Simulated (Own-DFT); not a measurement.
# Which defects push the lattice out? C40 NbSi2

Everything here is calculated. The program is Own-DFT (plane waves, in-house, since retired, never reviewed by a person); positions were held fixed, and spin and spin-orbit coupling were off.

Method: PBE; PseudoDojo norm-conserving scalar-relativistic files; cutoff 42 hartree; 4 x 4 x 5 k mesh centred on Gamma; cold (Marzari-Vanderbilt) smearing of 0.2 eV.

Known weak points: forces on such cells failed a check on a denser k mesh; stress not checked against mesh or cutoff.

All runs share one cell, with vectors in Å (0.000, 8.324, 0.000); (-9.613, 0.000, 0.000); (0.000, 0.000, 6.586) and a volume of 527.0 Å³. u is the rms random offset of the atoms per axis. The defect's site can differ from row to row.

| cell | formula | u (Å) | P (GPa) |
|---|---|---|---|
| no defect | Nb12Si24 | 0.0201 | 1.53 |
| no defect | Nb12Si24 | 0.0224 | 1.51 |
| no defect | Nb12Si24 | 0.0525 | 2.58 |
| one Si vacancy | Nb12Si23 | 0.0322 | 1.05 |
| one Si vacancy | Nb12Si23 | 0.0528 | 1.53 |
| one Si vacancy | Nb12Si23 | 0.0582 | 1.80 |
| two Nb vacancies | Nb10Si24 | 0.0257 | -0.12 |
| two Nb vacancies | Nb10Si24 | 0.0275 | -0.09 |
| two Nb vacancies | Nb10Si24 | 0.0497 | ? |
| two Nb vacancies | Nb10Si24 | 0.0506 | 0.66 |
| two Si on a Nb site each | Nb10Si26 | 0.0289 | 1.47 |
| two Si on a Nb site each | Nb10Si26 | 0.0474 | 2.44 |
| two Si on a Nb site each | Nb10Si26 | 0.0480 | 2.38 |
| two Nb on a Si site each | Nb14Si22 | 0.0307 | 7.78 |
| two Nb on a Si site each | Nb14Si22 | 0.0458 | 8.29 |
| two Nb on a Si site each | Nb14Si22 | 0.0472 | 8.49 |

## What the rows give

P = P0 + c u² + a shift for each defect gives P0 = 1.34 GPa, c = 439 ± 38 GPa/Å² and a scatter of 0.13 GPa. The shifts, and each times the cell's volume:

- two Nb on a Si site each: 6.08 ± 0.10 GPa, 20.0 eV (10.0 eV for each of its 2 sites)
- two Si on a Nb site each: -0.03 ± 0.11 GPa, -0.1 eV (0.0 eV for each of its 2 sites) (not resolved)
- one Si vacancy: -0.93 ± 0.11 GPa, -3.1 eV
- two Nb vacancies: -1.77 ± 0.10 GPa, -5.8 eV (-2.9 eV for each of its 2 sites)

A positive shift means that the defect pushes the cell outwards. Shift times volume (160.2 GPa Å³ is 1 eV) depends little on the cell's size, so, taken for each site, it can be compared between cells at like pressure. The atoms around the defects weren't relaxed, which would change these numbers.

## Test on the hidden row

The question: what pressure belongs in the blank (two Nb vacancies, u = 0.0497 Å)?

The fit gives 0.65 ± 0.15 GPa. The hidden result is 0.04 GPa. This run lies off the fit, by chance or by something that the fit leaves out.
